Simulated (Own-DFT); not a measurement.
## Calculated data, AlN (wurtzite, atoms displaced)

A calculation, not a measurement: plane-wave PBE density functional theory by an unreviewed code, no spin, of a simulated periodic cell, stress positive in tension, free energy of the whole cell less one offset for each atom, forces on such cells passed a denser k mesh, this cell's mesh not checked; offsets are fitted by least squares, one for each functional and potential file, so energies compare only between cells with the same atoms and settings and are not formation energies; the far tail of each file's local potential was reset to the Coulomb form; each entry is a single point on an unrelaxed cell, so the pressure reflects the starting lattice, mostly measured values (interpolated for alloys), from which strain is counted, and rises with the displacements; printed positions are rounded, which can move forces by about a meV/angstrom; the program, named Own-DFT, is a retired in-house code; no spin-orbit coupling. Program: Own-DFT development build.

Common to all runs: functional PBE; potential files PseudoDojo norm-conserving, scalar-relativistic, standard set; wave cutoff 42 hartree; occupations Fermi-Dirac; smearing width 0.1 eV; hardware one NVIDIA H100; k mesh 2 x 2 x 2 centred on Gamma.

(1) AlN (wurtzite, atoms displaced)

```
AlN
1.0
     12.4480     0.0000     0.0000
     -6.2240    10.7803     0.0000
      0.0000     0.0000     9.9640
Al N Al N Al N Al N Al N Al N Al N Al N Al N Al N Al N Al N Al N Al N Al N Al N Al N Al N Al N Al N Al N Al N Al N Al N Al N Al N Al N Al N Al N Al N Al N Al N
2 2 2 2 2 2 2 2 2 2 2 2 2 2 2 2 2 2 2 2 2 2 2 2 2 2 2 2 2 2 2 2 2 2 2 2 2 2 2 2 2 2 2 2 2 2 2 2 2 2 2 2 2 2 2 2 2 2 2 2 2 2 2 2
Direct
  0.10046 0.17463 0.00321
  0.17611 0.10036 0.25631
  0.07130 0.15824 0.18040
  0.16772 0.08181 0.45118
  0.08747 0.16773 0.49361
  0.14957 0.06629 0.75011
  0.06463 0.15204 0.68956
  0.15695 0.09174 0.93637
  0.08011 0.39599 0.99830
  0.16896 0.34437 0.25860
  0.09614 0.42806 0.20055
  0.17061 0.34647 0.44620
  0.07881 0.40146 0.49850
  0.15513 0.33108 0.75096
  0.08016 0.40832 0.69911
  0.17201 0.33861 0.94335
  0.07139 0.66249 0.99856
  0.16998 0.59328 0.25710
  0.09666 0.68418 0.19534
  0.16092 0.57739 0.45744
  0.07435 0.63961 0.49203
  0.16461 0.56846 0.75327
  0.06501 0.65492 0.69758
  0.17982 0.58931 0.92122
  0.09519 0.91290 0.98945
  0.15987 0.84369 0.25708
  0.09229 0.92387 0.19756
  0.16839 0.83133 0.45535
  0.09155 0.92609 0.50965
  0.15739 0.82097 0.73919
  0.09971 0.91751 0.68943
  0.15906 0.82952 0.93744
  0.33805 0.17288 0.99851
  0.39074 0.07247 0.23838
  0.31839 0.17226 0.17796
  0.42892 0.09204 0.44589
  0.33913 0.16077 0.50640
  0.43453 0.09104 0.73596
  0.32412 0.15119 0.68920
  0.41790 0.08641 0.93933
  0.34004 0.42891 0.00233
  0.42928 0.34162 0.25240
  0.34594 0.42468 0.20674
  0.42384 0.32370 0.43608
  0.33224 0.42300 0.51285
  0.41511 0.33134 0.75815
  0.32375 0.40814 0.68430
  0.41281 0.33043 0.95071
  0.33572 0.66767 0.00497
  0.40124 0.56876 0.25198
  0.32882 0.64377 0.20377
  0.41669 0.58343 0.42679
  0.33532 0.65841 0.50522
  0.40917 0.58493 0.76760
  0.33696 0.66701 0.69467
  0.41921 0.57610 0.94610
  0.33113 0.92227 0.99441
  0.42595 0.83731 0.23972
  0.35097 0.92766 0.20174
  0.39382 0.82294 0.45332
  0.32317 0.92107 0.49438
  0.44238 0.84125 0.74699
  0.33968 0.91962 0.68538
  0.39439 0.83199 0.94467
  0.58470 0.16615 0.98908
  0.68223 0.07894 0.23875
  0.58933 0.16419 0.20739
  0.67779 0.07915 0.44981
  0.57782 0.16866 0.50481
  0.66531 0.08427 0.77075
  0.58828 0.16578 0.69326
  0.66425 0.08190 0.93129
  0.58801 0.41012 0.99644
  0.65723 0.33174 0.26437
  0.58951 0.42197 0.19718
  0.65995 0.32722 0.43309
  0.59911 0.41528 0.49255
  0.66422 0.32754 0.76061
  0.57872 0.41593 0.69391
  0.65507 0.31131 0.93067
  0.58484 0.68249 0.00567
  0.67027 0.58481 0.24558
  0.58229 0.66341 0.20448
  0.67709 0.60054 0.44490
  0.60019 0.68577 0.50678
  0.66114 0.57285 0.74355
  0.58781 0.67773 0.69580
  0.67084 0.59014 0.93980
  0.58467 0.91725 0.99771
  0.67227 0.84990 0.25822
  0.59113 0.92536 0.19248
  0.66264 0.81667 0.43604
  0.57307 0.89494 0.48289
  0.66522 0.82929 0.75490
  0.57462 0.91477 0.69288
  0.66187 0.82817 0.92228
  0.83071 0.16229 0.98440
  0.91217 0.07145 0.25813
  0.84231 0.16482 0.20680
  0.89734 0.07553 0.43646
  0.84493 0.17328 0.49377
  0.91277 0.07872 0.74392
  0.80794 0.14631 0.67621
  0.92456 0.08953 0.94830
  0.83555 0.41920 0.01337
  0.91291 0.32923 0.22943
  0.82191 0.39342 0.19701
  0.91423 0.33158 0.45332
  0.83645 0.41792 0.49142
  0.90960 0.33224 0.76196
  0.85262 0.43374 0.68382
  0.90492 0.33088 0.94849
  0.84261 0.66628 0.99641
  0.92135 0.58964 0.23858
  0.83670 0.67854 0.19929
  0.92101 0.57687 0.42530
  0.83242 0.66391 0.49082
  0.92529 0.59409 0.73152
  0.82948 0.66421 0.68786
  0.90343 0.56341 0.94412
  0.82820 0.90133 0.00278
  0.92577 0.82546 0.24092
  0.82842 0.91464 0.18259
  0.91015 0.85328 0.44558
  0.83213 0.91212 0.50960
  0.92942 0.84768 0.74076
  0.82058 0.90257 0.67922
  0.93240 0.83483 0.94102
```

* free energy of cell above offsets: -21.508 eV
* pressure: 12.1 GPa
* stress xx: -13.29 GPa
* stress yy: -13.05 GPa
* stress zz: -9.96 GPa
* stress yz: 1.04 GPa
* stress xz: 2.48 GPa
* stress xy: 1.79 GPa
* wall time: 394.6 s

Force:
```
element  x (eV/Å)  y (eV/Å)  z (eV/Å)
     Al    -4.828      0.61     0.655
     Al    -3.235    -2.474     0.327
      N      1.49     1.976     3.736
      N     0.542     1.987    -1.902
     Al     -1.68    -0.318     0.969
     Al     1.454     4.735     0.677
      N     3.018     2.199    -1.485
      N     6.084    -3.906    -1.552
     Al    -2.934     3.945     1.408
     Al     1.882     -1.67    -0.779
      N    -2.769    -1.082    -2.119
      N     3.148    -3.807    -1.111
     Al    -4.058     3.093     1.901
     Al     3.486    -2.227     0.403
      N    -2.314    -0.143    -1.209
      N     2.231    -1.101     -0.91
     Al     2.956     0.148    -0.734
     Al     0.384    -0.747     0.739
      N    -1.043    -2.045    -1.215
      N      4.33    -2.284    -2.155
     Al    -3.135     4.961     2.954
     Al    -0.844     2.492    -3.437
      N     9.877     4.351    -3.078
      N    -1.855    -1.279     6.024
     Al    -4.054      4.01     2.475
     Al     4.617    -1.329     1.903
      N     -1.98     1.455    -1.893
      N    -3.862    -1.577    -2.182
     Al    -0.975    -2.696     -2.02
     Al     4.221     0.505     0.763
      N    -3.715    -1.162     0.185
      N     3.243    -1.731    -1.035
     Al    -1.069    -2.148    -1.452
     Al     2.825     6.349      2.19
      N     3.899     0.724     1.237
      N     -3.71    -3.008    -2.029
     Al    -1.087     1.653     -0.25
     Al     -4.79    -3.577     1.702
      N     0.053     2.073     1.564
      N    -0.244     0.054    -0.173
     Al     0.552    -4.417     2.401
     Al    -1.721    -1.151     0.282
      N    -1.098    -6.461    -3.575
      N     -0.86      1.28     1.259
     Al     2.256     0.353    -4.056
     Al    -0.982    -1.266    -1.357
      N     0.282     0.495     4.559
      N     0.613     2.508    -1.218
     Al     -1.09    -0.809     0.061
     Al     4.972      4.58     1.731
      N    -4.167     5.649    -3.645
      N     0.642    -0.159     4.825
     Al     -1.09      0.72    -0.185
     Al     1.926    -0.417    -3.216
      N    -0.463    -0.457     0.153
      N    -0.757     4.645     0.013
     Al    -1.273      0.28     0.797
     Al    -1.344    -1.649     2.346
      N    -2.237    -5.033    -2.576
      N     3.168     0.446    -2.686
     Al     4.314     0.742     1.983
     Al    -12.58    -6.311     2.853
      N    -0.288    -0.577     1.193
      N     5.773    -0.766    -0.126
     Al    -0.734    -3.706     4.623
     Al    -3.853     3.596     4.152
      N    -1.463    -0.004    -2.682
      N    -2.393    -1.299    -1.943
     Al     5.304    -0.904    -0.826
     Al     0.094    -1.591    -10.26
      N     1.278     2.188     -0.46
      N     0.508    -0.757     7.678
     Al    -1.163     1.386     0.418
     Al     1.829    -2.266    -4.649
      N     0.936    -0.406    -1.794
      N     3.114     0.755     4.223
     Al    -4.946     1.996     1.836
     Al     0.535     1.928    -4.588
      N     1.243    -2.127    -0.715
      N     0.324     5.962     2.699
     Al     1.839    -3.952     1.498
     Al    -1.564     1.417      1.25
      N    -1.121     1.724    -2.489
      N    -0.244    -3.768    -1.192
     Al    -1.201     -9.34     2.435
     Al    -0.332     3.594     1.164
      N    -0.444    -4.157    -0.709
      N     0.448    -0.982     0.581
     Al    -1.026     -0.37    -0.285
     Al     1.978    -3.831    -1.004
      N    -0.192    -2.963    -2.253
      N     -0.94     8.736    -2.045
     Al    -1.581     3.611     2.322
     Al    -0.958     2.036    -4.498
      N     10.21     5.095    -2.935
      N    -0.145     2.343     6.051
     Al     1.082    -0.322     2.205
     Al     0.669     0.926    -1.932
      N     0.229     0.277    -3.399
      N      4.71    -0.366     1.065
     Al    -3.616    -1.874     0.959
     Al    -3.442    -1.143     1.314
      N     3.027     2.709      3.36
      N    -0.598     -1.46    -1.941
     Al    -1.307    -3.899     0.063
     Al     3.194    -0.447     3.157
      N    -2.527      4.44    -0.994
      N     1.035      1.26    -2.282
     Al    -0.268    -1.388     0.967
     Al     0.135    -0.271    -2.808
      N    -2.087    -3.319     0.357
      N     2.176    -0.215     0.106
     Al    -2.253    -0.076    -0.538
     Al     0.358    -1.231     0.757
      N     1.512    -5.575    -2.706
      N    -2.339     0.766     0.028
     Al     1.579     2.323     1.312
     Al    -8.659    -4.747      3.36
      N       0.8     1.175     -0.42
      N     0.436      4.34    -0.419
     Al     0.633     2.414     -1.38
     Al    -2.406     6.737     2.825
      N     0.963    -0.911     1.087
      N     8.811    -4.527    -3.134
     Al    -5.619     3.154    -2.018
     Al    -0.937    -3.177     0.385
      N     1.345     1.869     4.845
      N    -2.081    -0.617    -0.692
```

(2) AlN (wurtzite, atoms displaced)

```
AlN
1.0
     12.4480     0.0000     0.0000
     -6.2240    10.7803     0.0000
      0.0000     0.0000     9.9640
Al N Al N Al N Al N Al N Al N Al N Al N Al N Al N Al N Al N Al N Al N Al N Al N Al N Al N Al N Al N Al N Al N Al N Al N Al N Al N Al N Al N Al N Al N Al N Al N
2 2 2 2 2 2 2 2 2 2 2 2 2 2 2 2 2 2 2 2 2 2 2 2 2 2 2 2 2 2 2 2 2 2 2 2 2 2 2 2 2 2 2 2 2 2 2 2 2 2 2 2 2 2 2 2 2 2 2 2 2 2 2 2
Direct
  0.07385 0.16194 0.00597
  0.16868 0.07555 0.24810
  0.08947 0.17083 0.20027
  0.16855 0.08558 0.43855
  0.07030 0.14445 0.50629
  0.17575 0.09413 0.74086
  0.08447 0.17034 0.68849
  0.15114 0.07088 0.93663
  0.08335 0.41960 0.00236
  0.17679 0.35358 0.25255
  0.07686 0.42137 0.19753
  0.17755 0.33584 0.44257
  0.08395 0.41907 0.51025
  0.14776 0.30823 0.74783
  0.09247 0.41555 0.69836
  0.18153 0.34250 0.93664
  0.09119 0.66465 0.99372
  0.17314 0.59548 0.24128
  0.08533 0.66804 0.20290
  0.15690 0.56629 0.42630
  0.08441 0.68121 0.49096
  0.15155 0.56422 0.74063
  0.07543 0.66519 0.68806
  0.17869 0.58403 0.95163
  0.05946 0.91426 0.00738
  0.16803 0.83130 0.23774
  0.08925 0.91464 0.21587
  0.18096 0.84339 0.43821
  0.07188 0.90646 0.49454
  0.16731 0.83237 0.75673
  0.08182 0.92170 0.69660
  0.17723 0.82940 0.93287
  0.32233 0.15376 0.00184
  0.42017 0.07710 0.23125
  0.33268 0.16865 0.18168
  0.41653 0.08529 0.43891
  0.33226 0.15132 0.49792
  0.42157 0.06421 0.75449
  0.32469 0.17023 0.69265
  0.41761 0.09228 0.94300
  0.34516 0.44009 0.00291
  0.43145 0.34281 0.25860
  0.33557 0.40478 0.19205
  0.41897 0.33376 0.43940
  0.33909 0.41331 0.49959
  0.41591 0.32730 0.73458
  0.32271 0.40989 0.67024
  0.39762 0.32938 0.94203
  0.33150 0.66881 0.99733
  0.41451 0.57467 0.25436
  0.33907 0.67690 0.18974
  0.42482 0.57729 0.45599
  0.33217 0.66444 0.49264
  0.41258 0.57678 0.75745
  0.31147 0.65621 0.70394
  0.42104 0.57353 0.93653
  0.33332 0.93404 0.01234
  0.43063 0.84227 0.24734
  0.33501 0.90509 0.17711
  0.40404 0.81321 0.43825
  0.33294 0.92358 0.51081
  0.41793 0.84741 0.75794
  0.31964 0.91449 0.69931
  0.41244 0.83342 0.94602
  0.58665 0.16062 0.00214
  0.66538 0.06850 0.23443
  0.56607 0.15069 0.19397
  0.64947 0.08109 0.43536
  0.58791 0.17159 0.48821
  0.65148 0.06420 0.75795
  0.58384 0.16428 0.69203
  0.65769 0.08225 0.95517
  0.57941 0.41292 0.98301
  0.66231 0.32813 0.24713
  0.57347 0.39927 0.18056
  0.67531 0.35272 0.43637
  0.59117 0.41824 0.51453
  0.66113 0.33231 0.75509
  0.58387 0.41372 0.68524
  0.66542 0.32915 0.94292
  0.56731 0.65553 0.00102
  0.68331 0.59309 0.25155
  0.60042 0.67406 0.17856
  0.65154 0.57610 0.42627
  0.58681 0.67024 0.49548
  0.66415 0.57958 0.75008
  0.59561 0.67491 0.69670
  0.67394 0.57987 0.92122
  0.59021 0.91629 0.96089
  0.67436 0.83845 0.24246
  0.58068 0.90173 0.20879
  0.65532 0.81679 0.44607
  0.57744 0.91223 0.50552
  0.66512 0.82326 0.73981
  0.60116 0.92318 0.67238
  0.65215 0.82475 0.95268
  0.82957 0.16369 0.97822
  0.92095 0.08849 0.25941
  0.82479 0.16258 0.19702
  0.92386 0.09685 0.43645
  0.82282 0.16576 0.50993
  0.93033 0.11529 0.75966
  0.81779 0.16104 0.69385
  0.91424 0.07484 0.93899
  0.83319 0.41170 0.98629
  0.92855 0.34651 0.24066
  0.81603 0.40678 0.18608
  0.91402 0.32752 0.45988
  0.84607 0.42793 0.50361
  0.91562 0.32340 0.75095
  0.83580 0.41212 0.68478
  0.91262 0.32115 0.94334
  0.84863 0.67289 0.00444
  0.92277 0.58548 0.25281
  0.82164 0.65470 0.20315
  0.92132 0.59074 0.44646
  0.83594 0.67462 0.49391
  0.91577 0.58028 0.74798
  0.84315 0.67331 0.70211
  0.92010 0.60029 0.92561
  0.83865 0.90583 0.98762
  0.90663 0.83103 0.24762
  0.82806 0.90877 0.19377
  0.90442 0.84370 0.43184
  0.84646 0.93338 0.49772
  0.92554 0.84849 0.73298
  0.82634 0.91051 0.69113
  0.91462 0.83624 0.94050
```

* free energy of cell above offsets: -24.201 eV
* pressure: 11.19 GPa
* stress xx: -13.23 GPa
* stress yy: -11.97 GPa
* stress zz: -8.38 GPa
* stress yz: 0.4 GPa
* stress xz: 1.66 GPa
* stress xy: -1.33 GPa
* wall time: 415.4 s

Force:
```
element  x (eV/Å)  y (eV/Å)  z (eV/Å)
     Al     2.457     1.921     0.992
     Al    -0.513     3.899     0.844
      N    -1.099    -0.636    -1.293
      N    -0.128    -2.263      0.88
     Al     2.434       4.9    -1.813
     Al    -2.597    -3.265     2.451
      N    -0.684    -6.516     -1.59
      N     0.324     1.049     0.448
     Al     1.827    -1.156    -0.104
     Al     0.339    -3.168     1.332
      N     4.247     2.267    -2.982
      N    -2.669    -0.809    -0.238
     Al      1.71    -2.213    -1.759
     Al     3.504     10.51      2.33
      N    -2.337    -4.957    -0.694
      N    -3.292    -1.847     0.736
     Al    -0.982     0.867     0.063
     Al     1.439    -1.683     1.405
      N    -1.367    -0.074    -2.738
      N    -0.271     3.401     1.415
     Al     2.626    -1.827     1.325
     Al    -0.845     5.493     2.157
      N     1.858     0.119    -0.427
      N    -4.105    -2.207    -1.474
     Al     5.453     1.735     0.516
     Al     1.974     0.697     1.909
      N    -3.223    -1.883    -3.497
      N    -2.564    -0.981    -0.502
     Al     1.338      2.17      -0.1
     Al    -3.065    -1.681    -1.018
      N      2.51     0.693      -2.2
      N    -1.804     0.533     3.352
     Al    -2.051     3.404    -1.153
     Al     -6.47    -1.761     3.236
      N     0.846    -1.792     2.027
      N     2.316    -1.625    -0.785
     Al    -3.012     3.754     0.621
     Al    -2.656     5.028     0.729
      N     4.772    -1.333    -2.196
      N     1.866    -1.407    -0.913
     Al     0.212    -10.63      2.54
     Al    -1.637    -2.623    -0.607
      N    -1.646     3.471    -0.515
      N     1.925    -1.402     1.534
     Al    -0.719    -0.479    -1.899
     Al    -2.463     2.139     2.118
      N     1.038     0.258      5.73
      N     2.808     0.143    -1.738
     Al     2.887     1.323     0.812
     Al     1.088     1.592     0.649
      N     0.975     -2.11    -0.453
      N    -2.549     1.206    -2.477
     Al    -0.059    -4.448     2.202
     Al    -0.672    -0.478     -3.74
      N     3.617     2.672    -1.298
      N    -3.138     6.625    -1.907
     Al     0.801    -2.392    -4.775
     Al    -2.865    -2.802     1.334
      N    -0.988     1.082     4.325
      N    -0.416     5.863     0.325
     Al     1.846    -0.859    -1.644
     Al    -0.053    -4.445    -1.031
      N     3.241     0.115    -2.035
      N     1.098     2.202    -1.367
     Al    -4.952     3.018     1.742
     Al    -2.161     0.736     2.132
      N     6.959     3.596    -2.131
      N      3.97    -1.477    -0.032
     Al    -2.094     1.559     1.083
     Al     0.066     4.425    -1.309
      N    -0.069    -0.892    -0.006
      N     3.973    -1.992      -3.4
     Al    -1.456    -0.268     2.138
     Al    -1.783    -0.636     0.391
      N     2.264     3.015    -1.161
      N     1.937    -2.484     0.431
     Al    -2.179     0.411    -5.367
     Al     1.692     -0.65    -0.832
      N     0.008     0.216      3.41
      N     0.658    -0.533    -1.026
     Al      4.85     2.209     -0.01
     Al    -8.984    -5.858     0.405
      N    -1.329    -1.799     1.648
      N     2.534     0.908     3.231
     Al     0.573    -3.864      2.07
     Al     0.978     1.519    -2.408
      N    -1.712    -5.585    -1.708
      N    -0.527     0.168     5.084
     Al    -3.841    -0.751     4.389
     Al    -1.191    -3.234     1.993
      N     1.252     3.395    -2.723
      N     0.532     7.223    -1.911
     Al    -0.179    -0.839     -6.13
     Al     0.028     3.577     1.789
      N    -2.053    -1.922     5.943
      N     4.576     -0.62    -2.798
     Al     0.543      -2.4     4.255
     Al    -0.285     0.227    -3.123
      N     2.437     1.534     -1.74
      N    -2.358    -1.842     2.473
     Al    -0.417    -0.581    -2.474
     Al     -0.25    -5.223    -1.288
      N     1.553     0.081      1.86
      N    -1.421     1.093    -0.071
     Al    -1.346     1.186     1.563
     Al     -5.26    -4.649     2.745
      N     4.233     2.618    -0.973
      N     0.051     1.523    -1.636
     Al    -0.925    -1.703    -1.113
     Al    -1.324      2.35    -1.212
      N    -0.679     0.205     2.941
      N     0.286     3.145    -1.316
     Al     -4.12    -1.201    -0.401
     Al    -1.607    -1.817      0.22
      N     9.207      5.56     -4.07
      N    -0.706     0.486    -1.513
     Al    -1.637    -1.063     1.355
     Al    -0.654     0.456    -1.632
      N    -1.511    -0.086      -2.9
      N     3.962    -3.125     2.887
     Al    -7.215     2.121     2.487
     Al     1.753    -0.369     0.617
      N     1.846     3.372    -2.147
      N     3.944    -2.211      0.68
     Al    -4.406    -1.624     1.483
     Al    -1.554    -3.146     2.039
      N     0.879     3.018    -0.638
      N     2.204    -3.889     -1.66
```
